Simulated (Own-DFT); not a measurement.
SiC (4H silicon carbide, atoms displaced) (calculated)

Computed with Own-DFT development build. A calculation, not a measurement: plane-wave PBE density functional theory by an unreviewed code, no spin, of a simulated periodic cell, stress positive in tension, free energy of the whole cell less one offset for each atom, forces on such cells passed a denser k mesh, this cell's mesh not checked; offsets are fitted by least squares, one for each functional and potential file, so energies compare only between cells with the same atoms and settings and are not formation energies; the far tail of each file's local potential was reset to the Coulomb form; each entry is a single point on an unrelaxed cell, so the pressure reflects the starting lattice, mostly measured values (interpolated for alloys), from which strain is counted, and rises with the displacements; printed positions are rounded, which can move forces by about a meV/angstrom; the program, named Own-DFT, is a retired in-house code; no spin-orbit coupling.

Settings shared by all entries: functional PBE; potential files PseudoDojo norm-conserving, scalar-relativistic, standard set; wave cutoff 42 hartree; occupations Fermi-Dirac; smearing width 0.1 eV; hardware one NVIDIA H100; k mesh 5 x 5 x 3 centred on Gamma.

(1) SiC (4H silicon carbide, atoms displaced)

```
cell vectors (Å)
   6.1654     0.0000     0.0000
  -3.0827     5.3394     0.0000
   0.0000     0.0000    10.0681
atoms (fractions of the cell vectors)
Si  0.01642  0.00871  0.40961
Si  0.16936  0.33062  0.15081
C   0.00200  0.98642  0.09334
C   0.17728  0.33912  0.34995
Si  0.99459  0.50502  0.41004
Si  0.17683  0.84830  0.15798
C   0.01767  0.50775  0.08874
C   0.15847  0.83661  0.33822
Si  0.51017  0.01448  0.39778
Si  0.68583  0.34440  0.14632
C   0.50434  0.00105  0.09722
C   0.65154  0.32485  0.33760
Si  0.49216  0.50493  0.40408
Si  0.67480  0.83908  0.14719
C   0.49966  0.50841  0.09265
C   0.66228  0.84852  0.33335
Si  0.99850  0.01701  0.89567
Si  0.84733  0.67605  0.66154
C   0.99478  0.00208  0.59085
C   0.82711  0.65904  0.85125
Si  0.01645  0.51305  0.90551
Si  0.84418  0.16920  0.64924
C   0.01093  0.49667  0.59607
C   0.82851  0.16981  0.83776
Si  0.51133  0.98858  0.90247
Si  0.32099  0.65453  0.66132
C   0.50297  0.99698  0.60516
C   0.34943  0.67229  0.84089
Si  0.49329  0.48245  0.90988
Si  0.33315  0.16882  0.65508
C   0.49959  0.49826  0.59495
C   0.33769  0.17463  0.84406
```

Results for SiC (4H silicon carbide, atoms displaced): free energy of cell above offsets -2.808 eV; pressure 4.98 GPa; stress xx -4.81 GPa; stress yy -5.04 GPa; stress zz -5.08 GPa; stress yz -0.05 GPa; stress xz 0.17 GPa; stress xy 0.07 GPa; wall time 123.5 s.

Force:
```csv
element,x (eV/Å),y (eV/Å),z (eV/Å)
Si,-2.309,-0.413,-1.829
Si,0.097,-0.234,1.615
C,-1.062,2.433,-1.675
C,-2.486,-0.468,-1.539
Si,0.587,-0.489,-1.5
Si,0.719,-1.646,-0.905
C,-0.401,0.094,0.756
C,1.22,-0.359,1.838
Si,-0.928,-2.309,1.867
Si,-1.212,-0.471,1.097
C,0.315,0.952,-2.127
C,0.919,3.192,0.197
Si,1.894,1.516,0.352
Si,-0.386,-0.25,1.611
C,1.205,-1.102,-0.165
C,2.145,-1.083,1.523
Si,1.692,-2.02,1.897
Si,-1.408,-1.693,-0.307
C,2.021,-0.652,0.809
C,0.673,1.506,-1.122
Si,-0.567,-0.576,-0.43
Si,-2.205,-0.559,1.245
C,-2.335,0.662,-0.599
C,1.198,1.325,0.307
Si,-2.368,1.722,0.953
Si,2.788,1.825,-1.334
C,-0.667,0.071,-2.441
C,-0.758,-1.773,1.065
Si,0.116,2.324,-0.472
Si,0.93,0.15,0.188
C,0.51,0.732,-0.362
C,0.064,-2.406,-0.514
```

(2) SiC (4H silicon carbide, atoms displaced)

```
cell vectors (Å)
   6.1654     0.0000     0.0000
  -3.0827     5.3394     0.0000
   0.0000     0.0000    10.0681
atoms (fractions of the cell vectors)
Si  0.00285  0.00953  0.40359
Si  0.18695  0.34249  0.15042
C   0.98624  0.99824  0.10984
C   0.16032  0.34004  0.34944
Si  0.00223  0.50435  0.41193
Si  0.16349  0.81788  0.16016
C   0.98827  0.50908  0.09659
C   0.14302  0.82565  0.35013
Si  0.50098  0.97472  0.40205
Si  0.66335  0.33397  0.15320
C   0.52343  0.02448  0.10104
C   0.65965  0.34041  0.34663
Si  0.49222  0.50723  0.40714
Si  0.68532  0.86079  0.14593
C   0.48800  0.50081  0.09176
C   0.65622  0.81170  0.34864
Si  0.98835  0.99266  0.91255
Si  0.83874  0.68877  0.65648
C   0.98828  0.99777  0.59759
C   0.81919  0.65262  0.84614
Si  0.99073  0.49633  0.90866
Si  0.81754  0.14917  0.65711
C   0.01088  0.49290  0.58439
C   0.83070  0.16094  0.84777
Si  0.50709  0.00543  0.90114
Si  0.34377  0.67506  0.65962
C   0.50652  0.98637  0.59534
C   0.32283  0.64661  0.84110
Si  0.47912  0.48485  0.90097
Si  0.32061  0.16891  0.65483
C   0.51293  0.50506  0.59585
C   0.33737  0.15766  0.82936
```

The calculation gives: free energy of cell above offsets -0.618 eV; pressure 7.26 GPa; stress xx -8.19 GPa; stress yy -8.46 GPa; stress zz -5.12 GPa; stress yz 1.44 GPa; stress xz 0.88 GPa; stress xy -0.94 GPa; wall time 119.6 s.

Force:
```csv
element,x (eV/Å),y (eV/Å),z (eV/Å)
Si,-1.054,-0.83,0.945
Si,-4.261,-1.175,2.885
C,5.926,2.473,-3.539
C,0.871,-0.208,-1.769
Si,-1.961,-0.976,-2.066
Si,-0.595,2.734,1.092
C,2.365,-1.475,-1.395
C,2.83,0.778,-1.045
Si,-2.755,2.822,0.969
Si,-0.976,2.579,2.775
C,-2.357,-3.382,-2.663
C,0.917,-1.62,-0.432
Si,1.42,-3.063,1.132
Si,-3.762,-4.789,3.588
C,2.828,1.659,-1.665
C,0.898,3.428,-2.728
Si,1.232,-0.468,-0.567
Si,1.706,-4.062,0.232
C,1.153,1.674,-1.529
C,-0.098,1.298,0.03
Si,0.309,0.216,-0.423
Si,0.923,3.146,0.025
C,-1.153,0.565,4.503
C,0.405,0.476,-0.474
Si,-0.869,-1.623,0.963
Si,-0.619,-2.714,-1.308
C,-2.781,1.242,-1.014
C,-1.246,1.951,1.249
Si,1.577,0.056,0.449
Si,1.891,-0.031,-2.29
C,-1.305,-0.351,-0.131
C,-1.456,-0.331,4.202
```

(3) SiC (4H silicon carbide, atoms displaced)

```
cell vectors (Å)
   6.1654     0.0000     0.0000
  -3.0827     5.3394     0.0000
   0.0000     0.0000    10.0681
atoms (fractions of the cell vectors)
Si  0.00539  0.00511  0.41060
Si  0.16066  0.32790  0.14397
C   0.01330  0.00418  0.09566
C   0.16814  0.33303  0.34362
Si  0.99929  0.49837  0.40286
Si  0.17942  0.83405  0.16161
C   0.00394  0.49713  0.08922
C   0.14806  0.82354  0.33880
Si  0.49419  0.97120  0.41621
Si  0.67365  0.33390  0.16143
C   0.49134  0.98449  0.09131
C   0.67012  0.31955  0.34659
Si  0.51692  0.51620  0.40264
Si  0.67759  0.83918  0.16229
C   0.49709  0.51285  0.09736
C   0.65400  0.81882  0.34141
Si  0.01295  0.00734  0.90647
Si  0.82782  0.66094  0.66449
C   0.99587  0.99157  0.60132
C   0.84077  0.65592  0.84033
Si  0.01905  0.50869  0.90182
Si  0.82533  0.16650  0.65187
C   0.98517  0.50678  0.60263
C   0.83257  0.17671  0.84919
Si  0.49244  0.99685  0.90812
Si  0.31462  0.66702  0.64999
C   0.49646  0.00936  0.59222
C   0.33246  0.65779  0.83817
Si  0.49132  0.49760  0.90407
Si  0.33471  0.14906  0.64248
C   0.49680  0.49734  0.58441
C   0.34840  0.16841  0.84825
```

Results for SiC (4H silicon carbide, atoms displaced): free energy of cell above offsets -2.061 eV; pressure 5.67 GPa; stress xx -5.59 GPa; stress yy -4.76 GPa; stress zz -6.67 GPa; stress yz 0.73 GPa; stress xz 1.21 GPa; stress xy 1.64 GPa; wall time 129 s.

Force:
```csv
element,x (eV/Å),y (eV/Å),z (eV/Å)
Si,-0.557,-0.34,-0.585
Si,0.774,1.24,2.692
C,-0.374,-1.479,-0.426
C,0.258,0.233,-0.165
Si,-0.022,-0.647,0.843
Si,-1.163,-0.787,-1.925
C,-0.849,0.739,0.406
C,1.517,0.689,2.607
Si,-1.731,2.18,-3.477
Si,-0.866,-0.507,-1.671
C,1.256,1.831,1.212
C,-0.887,-0.165,0.236
Si,-0.221,-4.588,0.148
Si,-0.73,-0.143,-2.32
C,1.678,-1.103,-0.803
C,1.346,3.025,1.044
Si,-0.984,-1.102,-0.547
Si,-1.962,0.428,-1.525
C,-0.602,0.438,-1.451
C,-1.623,1.587,2.334
Si,-2.111,-1.275,0.925
Si,1.272,0.548,2.246
C,1.755,-1.361,-2.905
C,0.945,-1.651,-1.133
Si,2.039,-0.174,-0.049
Si,2.276,-0.922,0.95
C,3.065,-3.14,-0.182
C,0.393,1.788,-0.409
Si,2.47,0.544,0.78
Si,-4.014,3.928,3.284
C,-0.509,0.324,1.735
C,-1.836,-0.136,-1.869
```

(4) SiC (4H silicon carbide, atoms displaced)

```
cell vectors (Å)
   6.1654     0.0000     0.0000
  -3.0827     5.3394     0.0000
   0.0000     0.0000    10.0681
atoms (fractions of the cell vectors)
Si  0.00145  0.00938  0.40748
Si  0.18054  0.34077  0.16125
C   0.01145  0.01051  0.09546
C   0.16731  0.34496  0.34780
Si  0.99465  0.51442  0.40945
Si  0.15678  0.82908  0.15335
C   0.98144  0.49539  0.09797
C   0.16730  0.81372  0.35738
Si  0.50683  0.02397  0.39321
Si  0.67663  0.33832  0.15895
C   0.49684  0.99153  0.10317
C   0.67060  0.35313  0.33779
Si  0.49985  0.50775  0.41042
Si  0.65884  0.83290  0.16275
C   0.50980  0.51446  0.09130
C   0.67160  0.84408  0.34397
Si  0.00766  0.01519  0.89724
Si  0.82659  0.67092  0.65748
C   0.01775  0.00605  0.60142
C   0.82689  0.64642  0.84529
Si  0.99677  0.49537  0.90766
Si  0.82897  0.15764  0.66072
C   0.00847  0.49062  0.58631
C   0.82910  0.16890  0.84479
Si  0.49730  0.98292  0.91164
Si  0.33250  0.66822  0.64953
C   0.51317  0.98372  0.58671
C   0.33997  0.66684  0.84515
Si  0.48421  0.49496  0.90394
Si  0.34110  0.16927  0.65014
C   0.52356  0.52418  0.59446
C   0.34591  0.17416  0.83780
```

Results for SiC (4H silicon carbide, atoms displaced): free energy of cell above offsets -2.334 eV; pressure 5.27 GPa; stress xx -4.82 GPa; stress yy -6.05 GPa; stress zz -4.94 GPa; stress yz 0.18 GPa; stress xz -1.22 GPa; stress xy -1.51 GPa; wall time 118.6 s.

Force:
```csv
element,x (eV/Å),y (eV/Å),z (eV/Å)
Si,0.78,-0.518,0.424
Si,-0.987,-0.05,-0.619
C,-1.098,-0.131,-0.616
C,0.432,-0.516,0.052
Si,1.351,-3.737,0.05
Si,0.326,0.021,1.461
C,3.616,0.847,-1.357
C,-1.561,5.673,-3.303
Si,0.972,-2.208,2.103
Si,-2.871,-0.884,-1.242
C,-0.89,0.978,-1.211
C,-0.331,-0.357,1.74
Si,-0.339,0.916,-0.847
Si,2.188,0.5,-1.192
C,-0.209,-1.451,0.467
C,-0.067,-0.118,0.572
Si,0.856,-2.064,1.415
Si,3.896,0.299,0.958
C,-1.784,-0.488,-1.323
C,-1.135,2.384,-0.371
Si,-0.055,0.395,0.327
Si,0.775,1.099,-1.285
C,-1.956,-0.014,2.467
C,0.291,-0.65,0.372
Si,-0.768,2.205,-0.055
Si,0.253,-0.657,0.936
C,-2.061,2.668,-0.212
C,-1.91,-0.527,-1.081
Si,2.888,0.222,0.719
Si,1.905,0.524,0.717
C,-2.125,-2.971,-0.897
C,-0.383,-1.388,0.831
```

(5) SiC (4H silicon carbide, atoms displaced)

```
cell vectors (Å)
   6.1654     0.0000     0.0000
  -3.0827     5.3394     0.0000
   0.0000     0.0000    10.0681
atoms (fractions of the cell vectors)
Si  0.98837  0.99438  0.41192
Si  0.14152  0.31766  0.15045
C   0.98984  0.00481  0.08394
C   0.15739  0.32034  0.34342
Si  0.99215  0.48637  0.40249
Si  0.17736  0.83468  0.15765
C   0.99873  0.48391  0.10366
C   0.16631  0.81947  0.36040
Si  0.51332  0.00880  0.40248
Si  0.67158  0.32240  0.15507
C   0.49717  0.00612  0.09221
C   0.66199  0.32479  0.35560
Si  0.49623  0.49933  0.40555
Si  0.65631  0.82815  0.16553
C   0.49196  0.49846  0.09370
C   0.67426  0.81886  0.34111
Si  0.99565  0.00466  0.90200
Si  0.83215  0.65550  0.66276
C   0.00190  0.99790  0.60256
C   0.81629  0.64854  0.84838
Si  0.98960  0.48856  0.89665
Si  0.84968  0.17086  0.65565
C   0.00095  0.49530  0.59089
C   0.84040  0.18491  0.84186
Si  0.48018  0.00856  0.92939
Si  0.33344  0.65693  0.65318
C   0.50020  0.99077  0.59628
C   0.33546  0.67637  0.83748
Si  0.51174  0.51805  0.91446
Si  0.32438  0.15397  0.65268
C   0.49089  0.49652  0.58679
C   0.33235  0.16968  0.85104
```

The calculation gives: free energy of cell above offsets -1.152 eV; pressure 6.67 GPa; stress xx -4.39 GPa; stress yy -7.24 GPa; stress zz -8.38 GPa; stress yz 0.17 GPa; stress xz -0.42 GPa; stress xy -0.14 GPa; wall time 114.2 s.

Force:
```csv
element,x (eV/Å),y (eV/Å),z (eV/Å)
Si,2.379,-0.095,0.086
Si,3.826,0.134,1.713
C,0.611,-2.315,1.948
C,0.255,0.053,-0.384
Si,0.75,0.549,1.394
Si,-2.822,-0.986,1.202
C,-2.286,2.941,-2.66
C,-0.388,1.752,-2.802
Si,-0.708,-3.166,2.691
Si,-2.146,2.281,1.569
C,1.173,-1.423,5.776
C,-0.402,1.34,-3.082
Si,-0.226,-1.542,-0.146
Si,1.383,-0.266,-3.223
C,0.408,-0.18,1.816
C,-1.771,1.295,1.363
Si,-0.119,-0.165,-0.367
Si,-0.89,-0.15,-1.309
C,-0.587,-1.498,-1.233
C,1.493,2.488,-0.763
Si,1.447,2.913,2.2
Si,-2.692,-0.637,0.702
C,-0.141,0.092,0.306
C,-0.447,-3.978,0.187
Si,1.833,-0.81,-9.273
Si,-0.663,1.353,0.2
C,0.647,0.85,-0.984
C,-0.115,-0.114,2.569
Si,-2.809,-2.027,-1.555
Si,2.146,1.269,1.395
C,1.529,-0.6,1.478
C,-0.669,0.644,-0.813
```

(6) SiC (4H silicon carbide, atoms displaced)

```
cell vectors (Å)
   6.1654     0.0000     0.0000
  -3.0827     5.3394     0.0000
   0.0000     0.0000    10.0681
atoms (fractions of the cell vectors)
Si  0.99112  0.98397  0.41060
Si  0.14956  0.32539  0.16240
C   0.99337  0.00309  0.08417
C   0.16330  0.34386  0.35432
Si  0.99348  0.48996  0.40538
Si  0.17508  0.83279  0.15850
C   0.98475  0.48891  0.10008
C   0.17838  0.84798  0.34435
Si  0.48958  0.00193  0.40773
Si  0.65130  0.32193  0.14789
C   0.51997  0.99440  0.10651
C   0.68507  0.32412  0.34078
Si  0.50202  0.51583  0.40853
Si  0.67083  0.82779  0.16625
C   0.49450  0.49768  0.09384
C   0.66208  0.81479  0.34290
Si  0.99782  0.99970  0.91119
Si  0.85284  0.66682  0.65269
C   0.99370  0.00258  0.60325
C   0.83381  0.66285  0.83911
Si  0.00660  0.50839  0.90665
Si  0.82672  0.15485  0.65763
C   0.99225  0.49421  0.59157
C   0.80870  0.14249  0.83982
Si  0.49926  0.99148  0.89794
Si  0.33844  0.67066  0.64357
C   0.49741  0.98635  0.59256
C   0.33992  0.66670  0.84794
Si  0.50132  0.50425  0.90672
Si  0.33386  0.18133  0.66461
C   0.49985  0.49183  0.61051
C   0.31659  0.16009  0.84712
```

It finds free energy of cell above offsets -1.632 eV; pressure 6.41 GPa; stress xx -6.41 GPa; stress yy -6.61 GPa; stress zz -6.23 GPa; stress yz 1.15 GPa; stress xz 0.66 GPa; stress xy -0.32 GPa; wall time 115.6 s.

Force:
```csv
element,x (eV/Å),y (eV/Å),z (eV/Å)
Si,-0.089,2.026,0.427
Si,1.021,0.623,-0.596
C,1.213,-0.757,4.444
C,2.124,-2.199,-1.406
Si,-0.332,1.993,0.577
Si,-0.651,0.048,-0.965
C,0.722,1.458,-1.316
C,-1.586,-1.986,0.147
Si,2.309,0.649,-0.136
Si,0.705,0.766,1.986
C,-2.809,-0.551,-2.644
C,-3.685,0.284,-0.042
Si,1.344,-4.43,1.264
Si,0.629,-0.686,-2.639
C,-0.471,-0.32,0.506
C,-0.252,3.122,1.604
Si,-1.068,-1.019,-2.9
Si,-2.613,0.289,1.731
C,1.954,-0.731,-2.102
C,0.369,0.292,1.347
Si,-0.404,-1.499,0.177
Si,-1.012,0.875,-0.041
C,1.734,-0.476,-0.207
C,2.339,2.894,0.58
Si,-1.814,0.203,2.557
Si,-0.516,-2.009,3.059
C,-1.125,2.496,-0.331
C,-1.318,-0.696,-1.617
Si,0.626,-0.786,-0.043
Si,0.379,-3.286,-0.458
C,0.527,2.622,-3.49
C,1.749,0.791,0.527
```
